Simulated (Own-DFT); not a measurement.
# What a defect does to the pressure of its cell: wurtzite GaN

Calculated, not measured: single-point runs of Own-DFT, a retired in-house plane-wave DFT program that no person has reviewed, on unrelaxed cells, without spin or spin-orbit coupling.

Settings: PBE; PseudoDojo norm-conserving scalar-relativistic files; cutoff 42 hartree; 4 x 4 x 3 k mesh centred on Gamma; Fermi-Dirac smearing of 0.1 eV.

Keep in mind (not all hold for every row): not probed for a lower state with spin; forces not confirmed at this smearing and k mesh; stress not checked against mesh or cutoff.

All runs share one cell, with vectors in Å (9.567, 0.000, 0.000); (-4.784, 8.285, 0.000); (0.000, 0.000, 10.370) and a volume of 822.0 Å³. u is the rms random offset of the atoms per axis. The defect's site can differ from row to row.

| cell | formula | u (Å) | P (GPa) |
|---|---|---|---|
| no defect | Ga36N36 | 0.0199 | 5.91 |
| no defect | Ga36N36 | 0.0461 | 7.54 |
| no defect | Ga36N36 | 0.0512 | 7.85 |
| one Ga on an N site | Ga37N35 | 0.0294 | 11.98 |
| one Ga on an N site | Ga37N35 | 0.0301 | 11.94 |
| one Ga on an N site | Ga37N35 | 0.0493 | 13.20 |
| one N on a Ga site | Ga35N37 | 0.0294 | 5.55 |
| one N on a Ga site | Ga35N37 | 0.0299 | 5.34 |
| one N on a Ga site | Ga35N37 | 0.0477 | ? |
| one N on a Ga site | Ga35N37 | 0.0487 | 6.40 |

## Fit

P = P0 + c u² + a shift for each defect gives P0 = 5.73 GPa, c = 803 ± 58 GPa/Å² and a scatter of 0.14 GPa. The shifts, and each times the cell's volume:

- one Ga on an N site: 5.52 ± 0.12 GPa, 28.3 eV
- one N on a Ga site: -1.06 ± 0.12 GPa, -5.5 eV

Against the defect-free cell, a freed cell would be larger where the shift is positive and smaller where it is negative (160.2 GPa Å³ is 1 eV). The atoms around the defects weren't relaxed, which would change these numbers.

## Withheld run

The question: what pressure belongs in the blank (one N on a Ga site, u = 0.0477 Å)?

From the fit: 6.49 ± 0.17 GPa. The run itself gave 6.44 GPa.
